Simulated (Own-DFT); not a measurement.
# What a defect does to the pressure of its cell: zincblende GaAs

The numbers are computed, not measured, by runs of the plane-wave DFT program Own-DFT (in-house, retired, unreviewed) at fixed positions, with no spin and no spin-orbit coupling.

Settings: PBE; PseudoDojo norm-conserving scalar-relativistic files; cutoff 42 hartree; 3 x 3 x 3 k mesh centred on Gamma; Fermi-Dirac smearing of 0.1 eV.

Known weak points (not all hold for every row): not probed for a lower state with spin; forces not confirmed at this smearing and k mesh; stress not checked against mesh or cutoff.

All runs share one cell, with vectors in Å (10.862, 0.000, 0.000); (0.000, 10.862, 0.000); (0.000, 0.000, 11.796) and a volume of 1391.7 Å³, strained against the parent crystal. u is the rms random offset of the atoms per axis. The defect's site can differ from row to row.

```
cell,formula,u (Å),P (GPa)
no defect,As32Ga32,0.0318,6.73
no defect,As32Ga32,0.0514,7.14
no defect,As32Ga32,0.0542,7.13
one P on an As site,As31Ga32P,0.0290,6.39
one P on an As site,As31Ga32P,0.0324,6.41
one P on an As site,As31Ga32P,0.0472,6.74
one Al on a Ga site,AlAs32Ga31,0.0296,6.65
one Al on a Ga site,AlAs32Ga31,0.0470,6.96
one Al on a Ga site,AlAs32Ga31,0.0482,7.12
one In on a Ga site,As32Ga31In,0.0278,?
one In on a Ga site,As32Ga31In,0.0282,7.43
one In on a Ga site,As32Ga31In,0.0302,7.45
one In on a Ga site,As32Ga31In,0.0302,7.41
one As vacancy and one Ga vacancy,As31Ga31,0.0297,5.95
one As vacancy and one Ga vacancy,As31Ga31,0.0304,5.93
one As vacancy and one Ga vacancy,As31Ga31,0.0498,6.30
```

## Working it out

P = P0 + c u² + a shift for each defect gives P0 = 6.46 GPa, c = 243 ± 18 GPa/Å² and a scatter of 0.04 GPa. The shifts, and each times the cell's volume:

- one In on a Ga site: 0.75 ± 0.04 GPa, 6.5 eV
- one Al on a Ga site: 0.01 ± 0.04 GPa, 0.1 eV (not resolved)
- one P on an As site: -0.28 ± 0.04 GPa, -2.5 eV
- one As vacancy and one Ga vacancy: -0.75 ± 0.04 GPa, -6.5 eV

A positive shift means that the defect pushes the cell outwards. Shift times volume (160.2 GPa Å³ is 1 eV) depends little on the cell's size, so, taken for each site, it can be compared between cells at like pressure. The atoms around the defects weren't relaxed, which would change these numbers.

## Withheld run

Question: what pressure belongs in the blank (one In on a Ga site, u = 0.0278 Å)?

Estimate: 7.40 ± 0.05 GPa. The calculation gave 7.38 GPa.
